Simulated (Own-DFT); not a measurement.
# How strain changes the stress of wurtzite AlGaN with randomly placed atoms, 96 atoms (Al12Ga36N48)

All numbers below are calculated, not measured. They come from Own-DFT, an in-house plane-wave density functional program, since retired, whose code no person has reviewed. Each row is one single-point run on a periodic cell that was not relaxed, without spin or spin-orbit coupling.

Settings of every run: PBE; PseudoDojo norm-conserving scalar-relativistic files (stringent for Ga); cutoff 96 hartree; 3 x 4 x 3 k mesh centred on Gamma; Gaussian smearing of 0.01 eV.

Known limits: k mesh not checked against a denser one; stress not checked against mesh or cutoff.

Unstrained cell vectors in Å: (12.679, 0.000, 0.000); (-4.755, 8.235, 0.000); (0.000, 0.000, 10.268). The unstrained cell has measured lattice constants (interpolated for alloys), not those of this functional. That, the random moves and any unrelaxed bonds set the pressure at no strain. Each run strains this cell uniformly, with the atoms carried along. Every atom was also moved at random, by a Gaussian of width 0.05 Å on each axis. The random placing of the alloy's atoms differs from row to row. Strain is the symmetric tensor, in per cent. Stress is positive in tension, and the pressure is minus a third of its trace.

```
run,e_xx (%),e_yy (%),e_zz (%),s_xx (GPa),s_yy (GPa),s_zz (GPa),P (GPa),E (meV/atom)
1,2.00,2.00,0.00,2.63,3.98,-6.39,-0.07,18.5
2,1.25,1.25,0.00,-1.25,0.47,-5.28,2.02,3.5
3,-1.00,-1.00,0.00,-13.70,-14.62,-8.37,12.23,52.5
4,-0.25,-0.25,0.00,-8.84,-7.10,-6.89,7.61,0.0
5,-0.75,-0.75,0.00,-10.39,-13.15,-7.91,10.48,32.9
6,-0.50,-0.50,0.00,-8.45,-10.29,-8.34,9.03,15.5
7,-2.25,-2.25,0.00,-21.76,-20.62,-10.48,17.62,63.7
8,0.75,0.75,0.00,-3.25,-3.33,-5.81,4.13,14.6
9,1.75,1.75,0.00,?,?,?,?,?
```

E is the free energy for each atom above the lowest run shown.

## Worked fit

The change of volume is close to e_xx + e_yy + e_zz. A straight line through the runs shown gives P = 7.52 - 211 x (fractional change of volume) GPa, with an error of 10 on the slope and a scatter of 0.71 GPa. The strain isn't the same on all axes and the cell isn't cubic, so the slope belongs to this path and is not the bulk modulus.

## Withheld run

Question: what pressure should run 9 give? Its volume changes by 3.53 %.

The line gives 0.1 GPa. The calculation gave 0.52 GPa.
